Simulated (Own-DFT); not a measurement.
# Strain and stress in hcp Hf, 36 atoms (Hf36)

Calculated results; nothing here was measured. The program, named Own-DFT, is a retired in-house plane-wave density functional code that no person has reviewed. Each row is one single-point run on a periodic cell that was not relaxed, without spin or spin-orbit coupling.

Settings of every run: PBE; PseudoDojo norm-conserving scalar-relativistic files; cutoff 42 hartree; 4 x 4 x 4 k mesh centred on Gamma; cold (Marzari-Vanderbilt) smearing of 0.2 eV.

Known limits: hafnium file: forces about 75 meV/angstrom off all-electron values; forces on such cells passed a denser k mesh, each cell not checked; stress not checked against mesh or cutoff.

Unstrained cell vectors in Å: (9.589, 0.000, 0.000); (-4.795, 8.304, 0.000); (0.000, 0.000, 10.102). The unstrained cell has measured lattice constants (interpolated for alloys), not those of this functional. That, the random moves and any unrelaxed bonds set the pressure at no strain. Each run strains this cell uniformly, with the atoms carried along. Every atom was also moved at random, by a Gaussian of width 0.05 Å on each axis. Strain is the symmetric tensor, in per cent. Stress is positive in tension, and the pressure is minus a third of its trace.

```
run,e_xx (%),e_yy (%),e_zz (%),e_yz (%),e_xz (%),e_xy (%),s_xx (GPa),s_yy (GPa),s_zz (GPa),s_yz (GPa),s_xz (GPa),s_xy (GPa),P (GPa),E (meV/atom)
1,-0.98,0.43,-1.39,1.35,0.74,-1.45,-4.19,-2.15,-5.03,1.44,0.92,-2.22,3.79,14.0
2,0.12,-0.49,1.80,1.94,0.57,-1.40,0.28,-1.39,1.67,2.02,0.63,-2.05,-0.19,2.3
3,-1.57,0.38,-1.58,0.02,-1.14,-0.31,-5.11,-3.05,-6.05,-0.07,-1.23,-0.33,4.74,12.9
4,-1.63,1.21,1.38,1.97,0.33,-1.82,-2.90,0.86,0.75,1.84,0.45,-2.39,0.43,9.8
5,1.27,0.63,-1.76,1.44,-0.21,-1.32,0.56,-1.03,-3.99,1.52,-0.06,-1.41,1.49,10.5
6,0.52,-1.55,0.56,-0.40,-1.31,0.62,-0.89,-3.72,-1.29,-0.33,-1.21,1.01,1.96,4.3
7,-0.14,-1.00,1.55,-0.31,-1.33,1.41,-1.21,-2.19,0.80,-0.21,-1.18,2.22,0.87,3.0
8,-0.96,-1.75,-0.86,1.25,0.40,-1.37,-5.38,-6.34,-5.69,1.35,0.53,-2.05,5.80,26.9
9,0.86,-0.55,-0.76,0.20,-0.56,-1.57,-0.78,-2.32,-3.03,0.26,-0.60,-2.06,2.04,5.8
10,0.58,0.77,-1.42,-1.84,-0.66,1.89,-0.34,-0.99,-3.58,-1.90,-0.56,2.27,1.64,10.1
11,1.72,-1.59,1.32,0.42,-0.11,-0.21,1.92,-2.55,1.04,0.47,-0.18,-0.52,-0.14,2.8
12,-0.05,1.76,1.35,-1.41,0.87,0.07,0.54,2.86,2.10,-1.22,0.85,-0.04,-1.83,2.3
13,1.88,-0.35,0.61,1.52,-0.92,-0.31,2.28,-0.25,0.73,1.53,-0.83,-0.32,-0.92,0.0
14,-0.76,0.18,-1.26,-0.84,1.93,0.54,-3.70,-2.31,-4.95,-0.91,2.04,0.88,3.66,13.2
15,0.11,1.97,-1.18,0.27,0.72,-1.39,-0.75,1.52,-2.50,0.39,0.80,-1.88,0.57,6.1
16,0.70,1.15,-0.84,-1.46,-0.49,-0.04,?,?,?,?,?,?,?,?
```

E is the free energy for each atom above the lowest run shown.

## Worked fit

Each stress component was fitted by least squares to a constant and the strains of the runs shown, as fractions, with shears doubled. Shear strains stay in the fit of a normal stress only where such slopes are resolved. The slopes, in GPa:

```
stress,at no strain,per e_xx,per e_yy,per e_zz,scatter
s_xx,-1.4,200 ± 7,69 ± 6,71 ± 5,0.26
s_yy,-1.5,64 ± 6,193 ± 6,75 ± 5,0.24
s_zz,-1.8,79 ± 3,74 ± 3,207 ± 2,0.12
```

Each shear stress against twice its own strain: yz 47 ± 2, xz 52 ± 1, xy 70 ± 6 GPa. These are stiffnesses along x, y and z of the frame in which the cell vectors are given, which need not be the crystal's axes. The atoms are held to the strained lattice; where symmetry lets them move under strain, relaxing them would lower some slopes. The table should be nearly symmetric about its diagonal, and what it lacks of that shows the noise. A ninth of its sum, 115 ± 1 GPa, estimates the bulk modulus near the mean pressure of these runs, 1.6 GPa, so it lies above the value at zero pressure.

## Withheld run

Question: what normal stresses and pressure should run 16 give?

The fit gives s_xx = 0.2, s_yy = 0.5, s_zz = -2.1 and P = 0.4 GPa. The calculation gave 0.20, 0.84, -2.15 and P = 0.37 GPa.
